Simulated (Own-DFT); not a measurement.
# Which defects push the lattice out? C11b WSi2

Calculated, not measured: single-point runs of Own-DFT, a retired in-house plane-wave DFT program that no person has reviewed, on unrelaxed cells, without spin or spin-orbit coupling.

Method: PBE; PseudoDojo norm-conserving scalar-relativistic files; cutoff 50 hartree; 5 x 5 x 5 k mesh centred on Gamma; cold (Marzari-Vanderbilt) smearing of 0.2 eV.

Known weak points: forces on such cells failed a check on a denser k mesh; stress not checked against mesh or cutoff.

All runs share one cell, with vectors in Å (-2.148, -5.953, 3.409); (-6.444, 2.976, 1.136); (-2.553, -2.948, -6.757) and a volume of 403.2 Å³. Atoms were moved at random from their sites; u is the rms move along one axis. The defect's site can differ from row to row.

| cell | formula | u (Å) | P (GPa) |
|---|---|---|---|
| no defect | Si20W10 | 0.0165 | 4.37 |
| no defect | Si20W10 | 0.0213 | 4.38 |
| no defect | Si20W10 | 0.0543 | 6.72 |
| one W on a Si site | Si19W11 | 0.0279 | 9.81 |
| one W on a Si site | Si19W11 | 0.0280 | 9.82 |
| one W on a Si site | Si19W11 | 0.0563 | 10.95 |
| one Si on a W site | Si21W9 | 0.0316 | 6.43 |
| one Si on a W site | Si21W9 | 0.0317 | 6.21 |
| one Si on a W site | Si21W9 | 0.0509 | 7.54 |
| one Si vacancy | Si19W10 | 0.0269 | 2.94 |
| one Si vacancy | Si19W10 | 0.0335 | 3.19 |
| one Si vacancy | Si19W10 | 0.0483 | 3.64 |
| one Si vacancy | Si19W10 | 0.0525 | ? |

## Worked fit

P = P0 + c u² + a shift for each defect gives P0 = 4.32 GPa, c = 681 ± 82 GPa/Å² and a scatter of 0.28 GPa. The shifts, and each times the cell's volume:

- one W on a Si site: 4.79 ± 0.23 GPa, 12.1 eV
- one Si on a W site: 1.36 ± 0.23 GPa, 3.4 eV
- one Si vacancy: -2.02 ± 0.23 GPa, -5.1 eV

Against the defect-free cell, a freed cell would be larger where the shift is positive and smaller where it is negative (160.2 GPa Å³ is 1 eV). The atoms around the defects weren't relaxed, which would change these numbers.

## Check

Q: what pressure belongs in the blank (one Si vacancy, u = 0.0525 Å)?

Estimate: 4.18 ± 0.34 GPa. The run itself gave 4.31 GPa.
